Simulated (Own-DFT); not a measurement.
# Computed records: GaN (wurtzite, strained, atoms displaced), GaP (zincblende, strained, atoms displaced), Si$_{3}$N$_{4}$ (beta silicon nitride, strained, atoms displaced)

A calculation, not a measurement: plane-wave PBE density functional theory by an unreviewed code, no spin, of a simulated periodic cell, stress positive in tension, free energy of the whole cell less one offset for each atom, forces on such cells passed a denser k mesh, this cell's mesh not checked; offsets are fitted by least squares, one for each functional and potential file, so energies compare only between cells with the same atoms and settings and are not formation energies; the far tail of each file's local potential was reset to the Coulomb form; each entry is a single point on an unrelaxed cell, so the pressure reflects the starting lattice, mostly measured values (interpolated for alloys), from which strain is counted, and rises with the displacements; printed positions are rounded, which can move forces by about a meV/angstrom; the program, named Own-DFT, is a retired in-house code; no spin-orbit coupling. Program: Own-DFT development build.

Common to all runs: functional PBE.

(1) 
```xyz
96
Lattice="12.7560 0.0000 0.0000 -4.7835 8.2853 0.0000 0.0000 0.0000 10.6552" Properties=species:S:1:pos:R:3:force_x:R:1:force_y:R:1:force_z:R:1 formula=GaN potential_files=PseudoDojo_norm-conserving,scalar-relativistic,standard_set_with_the_stringent_files_for_Ga wave_cutoff=96 occupations=Gaussian smearing_width=0.01 k_mesh=3_x_4_x_3_centred_on_Gamma free_energy_of_cell_above_offsets=-4.760 pressure=2.45 stress_xx=-5.99 stress_yy=-5.94 stress_zz=4.59 stress_yz=0.14 stress_xz=0.14 stress_xy=-0.04
Ga    -0.0155     1.8503     0.0082      1.036     -0.145      0.057
Ga     1.5742     0.9483     2.6050      1.416     -0.736      1.418
N      0.0536     1.8158     2.0219     -2.106      0.729     -0.497
N      1.5994     1.0330     4.7368     -0.321     -1.464     -1.431
Ga    -0.0303     1.8083     5.3728      0.682      0.791      0.341
Ga     1.6457     0.9286     7.9901     -1.251     -1.243      0.601
N     -0.0027     1.7721     7.3631      0.056      1.244      -0.35
N      1.5203     0.8673     9.9890      1.268      0.096      0.486
Ga    -1.6946     4.5612    10.6415      3.243      0.922      0.961
Ga     0.0393     3.6660     2.6996     -0.559      0.175      0.208
N     -1.5028     4.7333     2.0065     -1.001     -4.337     -0.937
N     -0.0038     3.6917     4.7202      -0.49     -0.418     -0.538
Ga    -1.6797     4.5603     5.3522      2.227      1.447      0.522
Ga     0.0623     3.8012     7.9949     -0.809     -2.562      1.016
N     -1.5528     4.5599     7.3932     -0.897      0.498     -0.673
N      0.0738     3.6428    10.0339     -1.603      0.733     -0.567
Ga    -3.1903     7.3224     0.1198      0.412      0.961     -1.665
Ga    -1.5802     6.3838     2.6534      0.067      2.735       1.39
N     -3.1847     7.3305     2.0226      0.143      0.582      0.564
N     -1.6413     6.4742     4.6568      0.583     -0.915     -0.004
Ga    -3.2161     7.3220     5.3027      1.068      1.745      0.905
Ga    -1.5091     6.4575     7.9946     -1.893     -0.572       0.47
N     -3.1503     7.3042     7.3169     -0.626      0.014      0.352
N     -1.5932     6.3987    10.0612     -0.126      0.631     -0.817
Ga     3.2910     1.8848     0.0475     -2.426     -0.344      -0.57
Ga     4.7918     0.8579     2.6029     -0.116      0.591      1.162
N      3.2171     1.8408     1.9627     -0.163      0.183       0.78
N      4.7658     0.8820     4.6311       0.41      1.181     -0.227
Ga     3.2057     1.8915     5.3148       0.39     -0.497      0.235
Ga     4.8058     0.8876     8.0234     -0.959      1.358     -1.199
N      3.1284     1.8082     7.3110      1.834      1.051     -0.146
N      4.7468     0.9834     9.9220      1.078     -1.238      0.876
Ga     1.5426     4.6409     0.0514      0.984     -1.299     -0.151
Ga     3.1875     3.7606     2.6375      0.248     -0.811      0.344
N      1.5668     4.6384     2.0059      0.497     -0.754      0.315
N      3.2786     3.7532     4.7027     -2.266      -1.22       -1.2
Ga     1.6064     4.5697     5.3142     -0.108      0.414      0.547
Ga     3.2122     3.6850     7.9496       0.21     -0.458      0.836
N      1.5858     4.5861     7.3435      1.302      0.823     -0.785
N      3.2074     3.6349    10.0094     -0.508      1.226     -0.487
Ga    -0.0118     7.3984    10.5694      0.248     -0.901       1.13
Ga     1.5497     6.4224     2.6900      0.376     -0.496      1.391
N      0.0716     7.3052     2.0617     -1.744      1.183     -1.729
N      1.5527     6.4149     4.7374      0.525      0.461       -0.6
Ga    -0.0197     7.4239     5.3246     -0.329     -1.028      0.194
Ga     1.6068     6.4429     7.9782     -0.272      0.106       0.13
N     -0.0600     7.4419     7.3407      1.472     -1.412     -0.341
N      1.5937     6.3652     9.9947     -0.153      2.186     -0.284
Ga     6.3246     1.8758    10.5963      0.615      0.479      1.152
Ga     7.9292     0.9574     2.6098     -0.666      -0.83       1.19
N      6.3596     1.9230     2.0859     -0.204     -1.565     -1.804
N      7.9875     0.8690     4.6930      0.919      1.676     -1.301
Ga     6.4647     1.8089     5.2896     -1.681      0.128     -0.015
Ga     7.9782     0.9821     7.9617     -1.195     -1.786      0.456
N      6.3284     1.7579     7.2427      0.776      1.028      1.062
N      8.0005     0.9741    10.0621     -1.545     -0.423     -0.836
Ga     4.7728     4.6387    10.6121     -0.921     -0.527      1.115
Ga     6.3359     3.6775     2.7244      0.452      1.006     -0.186
N      4.7949     4.6063     2.0026      0.005      0.603     -0.255
N      6.3449     3.6245     4.6476      0.956      1.153      0.943
Ga     4.7413     4.6375     5.3037      2.318     -0.149      1.134
Ga     6.4353     3.6725     7.9378     -1.496     -1.085      0.647
N      4.8742     4.6067     7.3394     -1.138     -0.396     -0.603
N      6.2855     3.7232    10.0157      2.163       -0.7     -0.987
Ga     3.1469     7.4348     0.0741      0.239     -1.584     -0.449
Ga     4.7718     6.4680     2.6722      0.134     -0.617     -0.128
N      3.1039     7.3068     2.1071      1.308      1.541     -1.167
N      4.7865     6.4031     4.6574      0.727       1.53     -0.479
Ga     3.2256     7.4134     5.2088     -0.645     -2.191       1.71
Ga     4.7694     6.4225     7.9465      0.395      0.519      0.713
N      3.1791     7.3473     7.4313      0.196      0.722      -1.28
N      4.7327     6.3985    10.0500      0.609      2.409     -0.698
Ga     9.5406     1.7919     0.0021       1.02      1.394      0.697
Ga    11.1238     0.8869     2.6786      0.504      1.298     -0.215
N      9.4744     1.9161     2.1242      1.708     -1.899     -1.909
N     11.1499     0.9152     4.6336        0.7      0.254     -0.428
Ga     9.6523     1.8097     5.2848     -1.808      0.318      1.003
Ga    11.2086     0.9262     8.0544     -0.702     -0.683     -1.341
N      9.5027     1.7682     7.3230      2.194      1.068      -0.33
N     11.1695     0.9452     9.9746      -0.74      0.147      0.748
Ga     7.9878     4.6122    10.5913     -1.012     -0.091      1.003
Ga     9.5595     3.6681     2.6298      0.908       2.06      1.141
N      8.0184     4.6105     2.0524     -0.943     -0.276      -1.04
N      9.5864     3.6810     4.7199     -0.834      -0.75     -1.009
Ga     8.0639     4.6611     5.3733     -1.701      -0.94      -0.04
Ga     9.5654     3.6337     8.0189      1.094     -0.154     -0.413
N      8.0010     4.4938     7.4088      0.473      1.725     -0.943
N      9.6018     3.7309     9.9687     -1.802     -1.857      0.103
Ga     6.4335     7.4360    10.6541     -1.899      -0.83      0.178
Ga     7.9616     6.4301     2.5712      0.162      0.176      1.211
N      6.3908     7.4189     1.9741     -0.529     -0.614      0.223
N      7.9677     6.4848     4.7248       0.68      -1.35      -1.93
Ga     6.4972     7.4264     5.2333     -2.406     -1.001      1.387
Ga     7.9109     6.4413     8.0391      1.401      0.082      -0.35
N      6.4105     7.2965     7.2005     -0.592      0.909      1.443
N      7.9354     6.4982    10.0859      0.754     -1.143     -1.153
```

Units: wave_cutoff in hartree; smearing_width, free_energy_of_cell_above_offsets in eV; pressure, stress_xx, stress_yy, stress_zz, stress_yz, stress_xz, stress_xy in GPa; force_x, force_y, force_z in eV/Å.

(2) 
```xyz
64
Lattice="10.8620 0.0000 0.0000 0.0000 10.8620 0.0000 0.0000 0.0000 10.9361" Properties=species:S:1:pos:R:3:force_x:R:1:force_y:R:1:force_z:R:1 formula=GaP potential_files=PseudoDojo_norm-conserving,scalar-relativistic,standard_set wave_cutoff=42 occupations=Fermi-Dirac smearing_width=0.1 hardware=one_NVIDIA_H100 k_mesh=3_x_3_x_3_centred_on_Gamma free_energy_of_cell_above_offsets=-33.359 pressure=3.61 stress_xx=-3.77 stress_yy=-3.73 stress_zz=-3.32 stress_yz=-0.24 stress_xz=-0.07 stress_xy=0.12 wall_time=500.2
Ga    10.8574     0.0024    10.8791     -0.556     -0.278      -0.07
Ga     0.0387     2.7691     2.7254     -0.371     -0.114      0.036
Ga     2.7532     0.1380     2.6596     -0.393     -1.093      0.745
Ga     2.7464     2.7068    10.9080     -1.179      0.805      0.566
P      1.2758     1.3260     1.3496      0.656      0.793     -0.258
P      1.3979     4.0784     4.1497     -0.525      0.439     -0.905
P      4.1258     1.3516     4.0930     -0.938        0.4      0.283
P      4.0460     4.1269     1.3681      0.425     -0.332     -0.162
Ga    10.8430     0.0468     5.4791     -0.403     -0.584     -0.076
Ga    10.8303     2.7457     8.2099       1.18      0.189     -0.273
Ga     2.7438     0.0582     8.1690     -1.108     -0.591      0.085
Ga     2.6822     2.7466     5.4346      0.933     -0.499      0.801
P      1.3427     1.3452     6.7985      0.029      0.756      0.465
P      1.3372     4.1430     9.5623      0.508     -0.172     -0.061
P      3.9549     1.4027     9.5232      1.653     -0.332      0.402
P      4.1072     4.1863     6.8311     -0.535     -1.964      0.222
Ga     0.0032     5.5135     0.0315     -0.613     -0.856      -0.32
Ga     0.0961     8.2020     2.7090     -0.884     -0.109      0.693
Ga     2.7495     5.4881     2.8051     -1.055      -0.97     -1.189
Ga     2.6544     8.1403    10.9251      0.802     -0.143      0.623
P      1.3350     6.7737     1.3831      0.618       0.14      0.266
P      1.3681     9.5304     4.1881      0.169      0.354     -1.024
P      4.0098     6.8020     4.0178      1.271      0.538      1.634
P      4.0806     9.5091     1.4086     -0.508     -0.004     -0.545
Ga    10.8470     5.4282     5.4286     -0.596     -0.227      0.362
Ga    10.8509     8.0727     8.1555     -0.197      0.483      0.618
Ga     2.7858     5.4865     8.1168     -0.575     -0.013      1.292
Ga     2.7074     8.1179     5.4671     -0.257      0.095       0.16
P      1.3248     6.7238     6.8329      0.318       0.55     -0.475
P      1.3831     9.4654     9.6038     -0.445      0.545     -1.197
P      4.1039     6.8598     9.5665     -0.558      -0.76      0.428
P      3.9979     9.6145     6.7743      0.773     -1.321      0.414
Ga     5.3962    10.8509    10.9351      0.161     -0.051      -0.52
Ga     5.3749     2.6534     2.7194      0.649      1.112     -0.118
Ga     8.1130     0.0518     2.7354      0.656     -0.134     -0.658
Ga     8.0942     2.7676    10.9022       0.51     -0.599     -0.105
P      6.7813     1.3752     1.3351     -0.224      0.019     -0.179
P      6.7119     4.0811     4.1997      1.269     -0.852     -1.943
P      9.5192     1.3616     4.0536     -0.131       0.56      0.437
P      9.4268     4.0549     1.3786      0.885      0.351     -0.203
Ga     5.4041     0.0353     5.4747          1     -0.101      0.046
Ga     5.4344     2.7378     8.2623      0.058      0.022     -0.654
Ga     8.1667     0.0016     8.1445     -0.142     -0.172      1.079
Ga     8.1368     2.7323     5.5089        0.3      0.051     -0.564
P      6.8729     1.3725     6.8614     -1.465     -0.005      -0.08
P      6.8558     4.1374     9.5087      -1.47     -0.951      1.158
P      9.5410     1.4157     9.4778     -0.827     -0.736       1.15
P      9.4849     4.0456     6.9028      0.406      0.369     -1.142
Ga     5.5157     5.4633    10.9197     -0.339      0.213       0.31
Ga     5.4061     8.1506     2.7439      0.461      0.423      0.262
Ga     8.1938     5.4977     2.7012     -0.867     -1.208      0.564
Ga     8.1614     8.2115     0.0763     -0.646     -1.044     -0.993
P      6.8257     6.8274     1.4594     -0.507      0.016     -0.964
P      6.8552     9.5664     4.0761     -1.306     -0.386      0.348
P      9.4115     6.7443     4.1054      1.359       1.17      0.282
P      9.4768     9.4641     1.3334      0.938       1.35      0.898
Ga     5.3814     5.3246     5.4161      0.049      2.121      0.236
Ga     5.3867     8.1097     8.1819      0.393       0.95      -0.55
Ga     8.1834     5.3415     8.2573       0.23      1.523     -1.199
Ga     8.0780     8.1791     5.4665      0.294     -0.421      0.339
P      6.7609     6.7578     6.8478     -0.005     -0.258     -0.329
P      6.8088     9.4532     9.5557     -0.345      0.709     -0.073
P      9.4463     6.7601     9.5728      0.318      0.595      0.323
P      9.4660     9.5061     6.8656      0.697      -0.36     -0.696
```

Units: wave_cutoff in hartree; smearing_width, free_energy_of_cell_above_offsets in eV; pressure, stress_xx, stress_yy, stress_zz, stress_yz, stress_xz, stress_xy in GPa; wall_time in s; force_x, force_y, force_z in eV/Å.

(3) 
```xyz
64
Lattice="10.8620 0.0000 0.0000 0.0000 10.8620 0.0000 0.0000 0.0000 10.9439" Properties=species:S:1:pos:R:3:force_x:R:1:force_y:R:1:force_z:R:1 formula=GaP potential_files=PseudoDojo_norm-conserving,scalar-relativistic,standard_set wave_cutoff=42 occupations=Fermi-Dirac smearing_width=0.1 hardware=one_NVIDIA_H100 k_mesh=3_x_3_x_3_centred_on_Gamma free_energy_of_cell_above_offsets=-35.140 pressure=3.13 stress_xx=-3.31 stress_yy=-3.3 stress_zz=-2.79 stress_yz=-0.26 stress_xz=0.05 stress_xy=0.01 wall_time=509.6
Ga     0.0067     0.0088     0.0418     -0.405     -0.164     -0.668
Ga     0.0181     2.7277     2.7525     -0.214     -0.717     -0.213
Ga     2.6896    10.8069     2.7294      0.227      0.135      0.035
Ga     2.7007     2.6975     0.0063      0.374      0.517      0.218
P      1.3936     1.3190     1.3311     -0.307      0.371      0.791
P      1.3113     4.0483     4.1235       1.09      0.228     -0.343
P      4.0608     1.3479     4.0824     -0.149     -0.283      0.185
P      4.1148     4.0787     1.3865     -0.545       0.34     -0.369
Ga     0.0182    10.8305     5.4809     -0.258      0.625     -0.293
Ga     0.0091     2.6916     8.1908     -0.166      0.174       0.15
Ga     2.7227    10.8329     8.2093     -0.155      0.433      0.234
Ga     2.7303     2.6986     5.4835     -0.165      0.115     -0.094
P      1.3444     1.3440     6.8241      0.416     -0.096      0.197
P      1.3417     4.0554     9.5963      0.387     -0.123     -0.488
P      4.0913     1.3577     9.6412     -0.699     -0.148     -0.702
P      4.0846     4.0534     6.8441     -0.153      0.362      0.112
Ga     0.0427     5.4026    10.9322     -0.678      0.116      0.222
Ga     0.0388     8.1970     2.7234     -0.534     -0.688     -0.239
Ga     2.7109     5.5078     2.7447     -0.013     -1.034     -0.011
Ga     2.7603     8.1783     0.0119     -0.583     -0.556     -0.312
P      1.3681     6.7620     1.3503     -0.109      0.662      -0.03
P      1.3159     9.4882     4.1145      0.757      0.032      0.171
P      4.0546     6.8172     4.0893      0.355     -0.015      0.323
P      4.0864     9.4660     1.3465     -0.032      0.585      0.449
Ga     0.0198     5.3939     5.4414     -0.304      0.726      0.344
Ga    10.8408     8.1451     8.1941      0.105     -0.129      0.342
Ga     2.7009     5.4736     8.2397      0.136      -0.56     -0.138
Ga     2.7366     8.1353     5.4907     -0.193      0.259     -0.112
P      1.3766     6.8127     6.8531     -0.373      -0.37     -0.255
P      1.3623     9.4862     9.5739     -0.178       0.09      0.236
P      4.0838     6.7775     9.6010     -0.207      0.276     -0.192
P      4.0572     9.4994     6.8655      0.375      0.129      -0.37
Ga     5.3808    10.8257    10.9031      1.023      0.173      0.558
Ga     5.3918     2.6890     2.7331      0.695      0.341      0.125
Ga     8.1454    10.8560     2.7762     -0.212      0.018      -0.28
Ga     8.1789     2.7295     0.0648     -0.453       0.01     -0.689
P      6.8366     1.3767     1.3788     -0.778     -0.574     -0.017
P      6.7590     4.1502     4.1362      0.582     -1.255     -0.513
P      9.4552     1.3465     4.1180      0.981     -0.059     -0.127
P      9.5041     4.0383     1.3861      0.411      0.748      0.149
Ga     5.4417     0.0513     5.5003     -0.247     -0.523     -0.216
Ga     5.3868     2.6700     8.2446      0.507     -0.003     -0.511
Ga     8.1679    10.8287     8.1604     -0.087      0.297      0.824
Ga     8.1873     2.6929     5.4832     -0.618      0.588      0.037
P      6.8276     1.3087     6.8400     -0.353      0.802      0.227
P      6.8063     4.0313     9.5149     -0.222      0.004      0.907
P      9.4758     1.4062     9.5864       0.28     -0.684      -0.08
P      9.5369     4.0790     6.8259     -0.265      0.045      0.279
Ga     5.4691     5.4723    10.8979       0.12     -0.792      0.244
Ga     5.4195     8.1762     2.7326        0.5     -0.202      0.199
Ga     8.1649     5.4407     2.7496     -0.209     -0.073     -0.114
Ga     8.1667     8.1193     0.0219     -0.338      0.371     -0.175
P      6.7920     6.7882     1.3616      0.016      0.055      0.266
P      6.8084     9.5157     4.1442     -0.436     -0.143     -0.152
P      9.4834     6.8199     4.1020      0.795     -0.284     -0.185
P      9.4772     9.5097     1.3876      0.279      0.065     -0.099
Ga     5.4558     5.4426     5.4512     -0.575      0.349      0.544
Ga     5.4098     8.1249     8.2135     -0.014      0.185      0.075
Ga     8.1166     5.4083     8.2274      0.328      0.177     -0.483
Ga     8.1735     8.1253     5.4643     -0.203      0.387      0.571
P      6.7631     6.8120     6.8639      0.363     -0.218     -0.265
P      6.7777     9.4909     9.5449       0.29     -0.074      0.254
P      9.4781     6.7757     9.5931       0.42     -0.145     -0.193
P      9.5562     9.5528     6.8571     -0.386     -0.874     -0.341
```

Units: wave_cutoff in hartree; smearing_width, free_energy_of_cell_above_offsets in eV; pressure, stress_xx, stress_yy, stress_zz, stress_yz, stress_xz, stress_xy in GPa; wall_time in s; force_x, force_y, force_z in eV/Å.

(4) 
```xyz
42
Lattice="7.5823 -0.1063 0.0891 -3.8832 6.7708 -0.1527 0.1023 -0.1433 8.6314" Properties=species:S:1:pos:R:3:force_x:R:1:force_y:R:1:force_z:R:1 formula=Si3N4 potential_files=PseudoDojo_norm-conserving,scalar-relativistic,standard_set wave_cutoff=42 occupations=Fermi-Dirac smearing_width=0.1 k_mesh=3_x_3_x_3_centred_on_Gamma free_energy_of_cell_above_offsets=-1.254 pressure=7.46 stress_xx=-4.07 stress_yy=-2.33 stress_zz=-15.99 stress_yz=-5.56 stress_xz=-1.12 stress_xy=-4.03
Si    -1.6483     5.1422     0.5289       1.39      0.456      4.746
Si     0.2350     2.6848     0.6727     -2.998      1.574     -1.451
Si     1.2719     5.4775     0.6752       0.18      1.757     -2.082
Si     5.4047     1.4940     2.2608     -2.758     -1.646     -6.238
Si     3.4803     3.8690     2.1144      1.627      1.558      0.947
Si     2.4879     1.1148     2.2358       -1.2     -1.169     -2.155
N      2.4842     0.1165     0.6549     -0.661     -2.122      5.479
N      6.1076     1.9741     0.7016      2.489       0.53       3.18
N      2.6618     4.4976     0.7884      1.022     -0.985      -2.68
N      1.4560     6.4740     2.0325     -0.958      1.295       1.96
N     -2.4046     4.6228     2.0630     -1.622      0.069     -2.233
N      1.0292     2.2145     2.0913      1.935     -2.088      0.382
N     -0.0945     4.4730     0.5747      1.574     -1.232      0.856
N      3.7629     2.2073     2.1891      1.011     -1.678      0.526
Si    -1.5811     5.1823     3.3805     -0.053     -4.631      4.035
Si     0.2433     2.6277     3.5011     -0.862      3.064      1.414
Si     1.3511     5.4921     3.4885      0.907      0.143      0.293
Si     5.5201     1.3871     5.1250     -4.653     -0.819     -3.137
Si     3.5407     3.7512     4.9379      0.463      3.839      2.032
Si     2.3929     1.1024     5.0602      3.009     -1.765     -0.105
N      2.4728     0.0148     3.6319     -0.148      5.739     -0.553
N      6.1936     1.8952     3.5600      3.168       0.95      5.604
N      2.7146     4.3974     3.5627       0.22       -0.2     -0.066
N      1.3208     6.4251     4.9496      0.866      0.683     -0.373
N     -2.4985     4.7020     5.0018      0.587     -0.005     -2.361
N      1.1064     2.1775     4.9972     -0.359     -1.262      -4.05
N      0.0482     4.4259     3.5731     -2.005     -1.273      -0.96
N      3.7759     2.1496     5.1241      1.223     -3.644     -1.128
Si    -1.6138     5.1343     6.4076      1.151      -2.52     -1.499
Si     0.3296     2.5217     6.3531     -3.657      3.013      5.697
Si     1.3775     5.3842     6.3475     -0.795      0.406      1.643
Si     5.4825     1.2874     7.9425     -2.844      2.727       0.64
Si     3.5696     3.8383     7.8748     -0.025     -2.455      0.739
Si     2.5368     0.8242     7.9566     -0.038      7.209      -2.72
N      2.4522     0.0952     6.4613     -0.491      -1.86     -0.429
N      6.1270     1.8566     6.5145      5.316      1.547      0.697
N      2.7060     4.3221     6.4663      1.373     -0.278     -0.896
N      1.4499     6.4427     7.8160     -0.446     -5.208      0.083
N     -2.3435     4.5176     7.8818     -3.156      0.024      -4.31
N      1.0698     2.0599     7.8821      1.505     -1.965     -1.429
N      0.0369     4.2671     6.4298      -1.15      1.752      -0.59
N      3.8332     2.0309     7.9094     -0.138      0.471      0.493
```

Units: wave_cutoff in hartree; smearing_width, free_energy_of_cell_above_offsets in eV; pressure, stress_xx, stress_yy, stress_zz, stress_yz, stress_xz, stress_xy in GPa; force_x, force_y, force_z in eV/Å.
